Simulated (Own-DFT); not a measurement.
## Calculated data, Al₃GaAs₄ (zincblende random alloy, atoms displaced)

All values are calculated (Own-DFT development build). A calculation, not a measurement: plane-wave PBE density functional theory by an unreviewed code, no spin, of a simulated periodic cell, stress positive in tension, free energy of the whole cell less one offset for each atom, forces on such cells passed a denser k mesh, this cell's mesh not checked; offsets are fitted by least squares, one for each functional and potential file, so energies compare only between cells with the same atoms and settings and are not formation energies; the far tail of each file's local potential was reset to the Coulomb form; each entry is a single point on an unrelaxed cell, so the pressure reflects the starting lattice, mostly measured values, from which strain is counted, and rises with the displacements; printed positions are rounded, which can move forces by about a meV/angstrom; the program is a retired in-house code; no spin-orbit coupling.

Settings shared by all entries: functional PBE; potential files PseudoDojo norm-conserving, scalar-relativistic, standard set; wave cutoff 42 hartree; occupations Fermi-Dirac; smearing width 0.1 eV; k mesh 3 x 3 x 3 centred on Gamma.

(1) Al₃GaAs₄ (zincblende random alloy, atoms displaced)

```
Al3GaAs4
1.0
     11.3183     0.0000     0.0000
      0.0000    11.3183     0.0000
      0.0000     0.0000    11.3183
Al As Ga Al As Al Ga Al As Al Ga Al As Al As Ga Al As Al Ga Al As Al Ga Al As
4 4 2 2 4 1 2 1 4 1 1 2 4 4 4 1 3 4 1 1 2 4 1 1 2 4
Direct
  0.00227 0.01525 0.00314
  0.00125 0.24581 0.25638
  0.23935 0.00334 0.25814
  0.24338 0.25263 0.00371
  0.11100 0.13169 0.12402
  0.10767 0.38508 0.38359
  0.37189 0.13407 0.38541
  0.37213 0.37979 0.12214
  0.00386 0.00352 0.49228
  0.99628 0.24383 0.74753
  0.25518 0.00374 0.76277
  0.23653 0.25415 0.49969
  0.12118 0.12848 0.62297
  0.13430 0.37930 0.87376
  0.35542 0.12701 0.87662
  0.37560 0.37013 0.62355
  0.00565 0.50273 0.99740
  0.01298 0.74037 0.24841
  0.25762 0.49531 0.24854
  0.24999 0.75391 0.99674
  0.13328 0.62051 0.12658
  0.12326 0.87976 0.37390
  0.37915 0.63168 0.37385
  0.37652 0.87508 0.12366
  0.97699 0.48391 0.48734
  0.99610 0.74337 0.74074
  0.24798 0.48885 0.75333
  0.25907 0.75488 0.49195
  0.10722 0.61894 0.62359
  0.11213 0.88211 0.87282
  0.37734 0.62776 0.86378
  0.36728 0.87759 0.61119
  0.49644 0.99105 0.00490
  0.49065 0.24987 0.24778
  0.75139 0.99979 0.24833
  0.74413 0.24897 0.00045
  0.62408 0.12623 0.13238
  0.63090 0.37835 0.37280
  0.86877 0.12779 0.38974
  0.86366 0.36424 0.13029
  0.50049 0.99931 0.50405
  0.48962 0.24878 0.75682
  0.74426 0.98185 0.75575
  0.73788 0.24685 0.49800
  0.62552 0.13411 0.62368
  0.62275 0.37401 0.87761
  0.88253 0.12122 0.87843
  0.87825 0.36023 0.63180
  0.49475 0.47567 0.99870
  0.49198 0.74674 0.26899
  0.74498 0.49733 0.25039
  0.75051 0.74265 0.00407
  0.61789 0.63244 0.11811
  0.62867 0.88676 0.37411
  0.87366 0.62286 0.37079
  0.86532 0.88270 0.12928
  0.50574 0.51582 0.50417
  0.49820 0.75074 0.75093
  0.75919 0.50225 0.74201
  0.74805 0.74750 0.49261
  0.63237 0.63073 0.63092
  0.63419 0.87680 0.87578
  0.88232 0.61667 0.87631
  0.88220 0.87853 0.62114
```

- free energy of cell above offsets: -14.384 eV
- pressure: 4.03 GPa
- stress xx: -3.97 GPa
- stress yy: -3.92 GPa
- stress zz: -4.2 GPa
- stress yz: 0.35 GPa
- stress xz: 1.66 GPa
- stress xy: -0.17 GPa

Force:
```
element  x (eV/Å)  y (eV/Å)  z (eV/Å)
     Al      -0.8    -2.202    -0.061
     Al    -1.283      0.66      0.42
     Al     1.275     0.832    -1.201
     Al    -0.314     0.056     0.261
     As     2.054     0.178     1.078
     As     2.843    -1.546     -2.14
     As    -0.402    -0.558    -0.805
     As    -0.603    -1.789     0.797
     Ga    -0.375     0.084     0.985
     Ga     1.038    -0.167     1.128
     Al    -1.914    -1.548     -2.31
     Al     0.398     0.471     0.189
     As     0.728    -0.866     0.456
     As    -1.784    -1.252     0.885
     As     2.541     0.631     1.566
     As    -0.113     0.822    -0.454
     Al     -0.21    -1.241      0.95
     Ga    -1.174     0.951     0.099
     Ga    -1.013     0.529     1.098
     Al    -0.091      0.07    -0.508
     As     0.196     0.078    -0.672
     As      0.05    -1.182     0.092
     As    -1.584    -2.391     1.279
     As    -1.051    -0.412     1.349
     Al    -0.703     1.923     2.461
     Ga    -0.184     0.838     0.801
     Al     0.807     1.902    -1.801
     Al    -2.265    -0.917     0.433
     As      1.81    -0.923    -1.276
     As     0.735    -0.642     0.278
     As    -0.731    -1.097     1.338
     As     0.833     0.483     2.243
     Al     0.679     1.304    -0.624
     Al     0.583     0.183     0.552
     Al    -0.088     1.208     0.847
     Al     0.374    -0.612    -0.259
     As    -0.602    -0.243    -0.736
     As    -1.717    -0.085     0.478
     As     0.346    -0.424    -1.636
     As     1.296     0.907    -0.293
     Ga     0.328     0.791    -0.122
     Al     0.574    -0.135    -0.304
     Al     2.017     2.669    -2.103
     Al     0.851     1.016     0.355
     As    -0.913    -1.578     1.673
     As     0.694    -0.406    -1.263
     As    -1.963     0.516    -0.704
     As    -1.616      0.93    -1.216
     Al     0.769     3.309    -0.684
     Ga     2.362     2.221    -2.703
     Al     0.271     1.045    -1.207
     Al     0.697     0.505    -0.431
     As    -0.783    -1.463     1.045
     As    -0.685    -1.145     0.339
     As    -0.385     0.261    -0.438
     As     1.831    -1.284    -1.015
     Al    -0.067    -1.424      0.06
     Ga     0.326     0.968    -0.584
     Al    -0.245    -0.711     0.752
     Al     0.551     0.853     0.399
     As    -0.134     0.137    -0.329
     As    -2.178    -1.597      1.53
     As    -0.882     0.977    -0.105
     As    -1.008     -0.47    -0.235
```

(2) Al₃GaAs₄ (zincblende random alloy, atoms displaced)

```
Al3GaAs4
1.0
     11.3183     0.0000     0.0000
      0.0000    11.3183     0.0000
      0.0000     0.0000    11.3183
Al Ga As Al Ga Al As Al Ga As Al As Al Ga As Ga Al As Al As Al Ga Al As
3 1 4 2 1 1 4 1 3 4 4 4 3 1 4 1 3 4 4 4 1 1 2 4
Direct
  0.00836 0.99852 0.00493
  0.00133 0.26253 0.24233
  0.24868 0.00166 0.26250
  0.24621 0.25519 0.00176
  0.12095 0.12458 0.11717
  0.14023 0.36537 0.37782
  0.37318 0.12725 0.37485
  0.38912 0.37705 0.11852
  0.01299 0.00610 0.49406
  0.01579 0.25020 0.76441
  0.26128 0.01024 0.74758
  0.24719 0.25670 0.50311
  0.12693 0.13411 0.61492
  0.12287 0.37624 0.87340
  0.36898 0.12954 0.85779
  0.35518 0.38138 0.62017
  0.00177 0.50431 0.00210
  0.00227 0.75140 0.24305
  0.24636 0.49473 0.24955
  0.24839 0.74893 0.01094
  0.13086 0.61666 0.12427
  0.11944 0.88112 0.36862
  0.38333 0.63614 0.36186
  0.37408 0.85981 0.12348
  0.00183 0.49788 0.50790
  0.99914 0.74992 0.74410
  0.24679 0.50501 0.74625
  0.25195 0.75057 0.48849
  0.12602 0.62604 0.63241
  0.12538 0.87556 0.88404
  0.38212 0.62739 0.88354
  0.37393 0.87408 0.62691
  0.49836 0.98702 0.00308
  0.50567 0.24871 0.24968
  0.74333 0.99893 0.24598
  0.74169 0.25702 0.99978
  0.62462 0.13642 0.11456
  0.62908 0.37586 0.38714
  0.87973 0.12373 0.38561
  0.87253 0.37478 0.11151
  0.49886 0.99914 0.49938
  0.50947 0.24746 0.74462
  0.75448 0.99586 0.75440
  0.76097 0.25869 0.50407
  0.61034 0.13834 0.61443
  0.63168 0.37913 0.87966
  0.87945 0.12293 0.88468
  0.87810 0.38350 0.63373
  0.48979 0.50429 0.00474
  0.51095 0.76398 0.25090
  0.75044 0.49429 0.25558
  0.73647 0.75170 0.01070
  0.61875 0.62721 0.13118
  0.63473 0.87517 0.36666
  0.87007 0.63360 0.36255
  0.87108 0.88041 0.11733
  0.49779 0.51063 0.50964
  0.49528 0.75110 0.74905
  0.74490 0.50928 0.75070
  0.74911 0.75134 0.48849
  0.62558 0.61870 0.61963
  0.62224 0.88595 0.87782
  0.86794 0.62636 0.87320
  0.86642 0.86680 0.62444
```

* free energy of cell above offsets: -14.810 eV
* pressure: 4.02 GPa
* stress xx: -3.91 GPa
* stress yy: -4.14 GPa
* stress zz: -4.02 GPa
* stress yz: -0.26 GPa
* stress xz: -0.46 GPa
* stress xy: -0.98 GPa

Force:
```
element  x (eV/Å)  y (eV/Å)  z (eV/Å)
     Al    -1.131    -0.219    -0.653
     Al    -0.187    -1.044     0.541
     Al      0.36     0.213    -1.962
     Ga     0.712    -0.308    -0.464
     As     1.076      0.64     1.748
     As    -2.399     1.652    -1.171
     As     0.349     0.328     0.255
     As     -1.92    -1.253     1.521
     Al    -1.327    -0.549     1.088
     Al    -2.032    -1.138    -1.534
     Ga    -2.081    -1.496    -0.971
     Al      1.32    -1.529    -0.177
     As    -0.192     -0.79     1.471
     As     1.167     1.641     1.148
     As     1.806      1.11     2.814
     As     2.437     0.269     0.718
     Al    -0.692    -0.095    -1.031
     Ga    -0.395     0.109    -0.501
     Ga     1.463     0.039     0.098
     Ga    -0.315    -0.548    -1.523
     As    -0.729     0.555     0.413
     As     0.384    -1.249     0.418
     As    -0.409    -0.896       0.8
     As     0.251     2.186     1.305
     Al     0.107     0.474    -1.084
     Al    -0.318     0.297     1.171
     Al     0.537    -0.024     1.477
     Al    -0.215    -0.013     0.563
     As     0.007     0.709    -1.528
     As     0.472    -0.299    -1.357
     As    -1.501     0.221    -1.238
     As    -0.277    -0.087    -0.836
     Al    -1.108     1.807    -0.065
     Al    -0.014     0.407     0.505
     Al     1.274     1.559    -0.426
     Ga     1.372     -0.71    -0.737
     As    -0.726    -1.863     1.044
     As    -0.729      0.17     -0.57
     As    -0.557     0.619    -1.609
     As      0.18     0.708     1.411
     Ga    -0.004    -0.231    -0.335
     Al    -1.559     1.774      1.17
     Al    -0.262     1.161     -0.51
     Al    -0.166    -0.559     0.324
     As      2.59    -1.525    -0.402
     As    -1.576     0.649    -1.008
     As    -0.161      0.28      -0.7
     As      0.14    -0.756     0.534
     Al     2.216     0.369    -0.721
     Al    -0.748    -0.984    -0.546
     Al     -0.21     0.136    -0.821
     Al     0.718     -0.04    -1.173
     As     0.283    -0.902     0.162
     As    -0.901     0.926     1.393
     As     1.122    -1.051     0.883
     As     0.258    -0.357      0.61
     Al    -1.403    -1.198    -1.488
     Ga      0.89    -0.092     0.262
     Al     0.487    -0.806     0.172
     Al     0.058    -0.574      0.89
     As     0.373      1.97      0.64
     As     0.423    -1.505    -0.647
     As     0.533      0.77     0.814
     As     0.878     0.943    -0.573
```
